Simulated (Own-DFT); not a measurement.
# A layer strained by its substrate: diamond-structure SiGeSn with randomly placed atoms, 64 atoms (Ge40Si16Sn8)

Calculated, not measured: single-point runs of Own-DFT, a retired in-house plane-wave DFT program that no person has reviewed, on unrelaxed cells, without spin or spin-orbit coupling.

Settings: PBE; PseudoDojo norm-conserving scalar-relativistic files; cutoff 49 hartree; 3 x 3 x 3 k mesh centred on Gamma; Fermi-Dirac smearing of 0.1 eV.

Known weak points: forces on such cells moved up to 12 meV/angstrom on a denser k mesh; stress not checked against mesh or cutoff.

Unstrained cell vectors in Å: (11.410, 0.000, 0.000); (0.000, 11.410, 0.000); (0.000, 0.000, 11.410). The unstrained cell has measured lattice constants (interpolated for alloys), not those of this functional. That, the random moves and any unrelaxed bonds set the pressure at no strain. Each run strains x and y alike by e, as a substrate would, and holds the height along z. Each atom got a random Gaussian move of width 0.05 Å along each axis. The random placing of the alloy's atoms differs from row to row. Stress is positive in tension.

| e (%) | u (Å) | (s_xx + s_yy)/2 (GPa) | s_zz (GPa) |
|---|---|---|---|
| -3.00 | 0.051 | -11.12 | -9.11 |
| -2.75 | 0.050 | -10.68 | -8.78 |
| -2.25 | 0.052 | -9.42 | -7.80 |
| -2.00 | 0.053 | -8.65 | -7.43 |
| -1.25 | 0.051 | -7.15 | -6.26 |
| -1.00 | 0.051 | ? | ? |
| -0.75 | 0.050 | -6.17 | -5.76 |
| -0.25 | 0.047 | -5.16 | -5.19 |
| 0.25 | 0.048 | -4.21 | -4.32 |
| 2.50 | 0.051 | -0.58 | -2.10 |

## Working it out

With e as a fraction, the in-plane stress is -4.7 + 188 e - 972 e² GPa (errors 2 and 96, scatter 0.09), and s_zz is -4.7 + 123 e - 769 e² GPa (slope ± 2, scatter 0.11). At e = 0 the first slope is C11 + C12 and the second 2 C12, both with the ions held to the strained lattice and at the cell's own pressure. The term in e² is negative: the layer stiffens under compression and softens under tension. A free layer would change its height as e changes, and the in-plane slope would drop by 2 C12²/C11 to the biaxial modulus. At fixed height, a misfit of 1 % moves the in-plane stress by about 1.9 GPa and s_zz by 1.2 GPa.

## The run left out

Asked: what are the two stresses at e = -1.00 %?

Estimate: -6.6 and -6.0 GPa. The hidden result is -6.23 and -5.57 GPa. This run lies off the fit, by chance or by something that the fit leaves out.
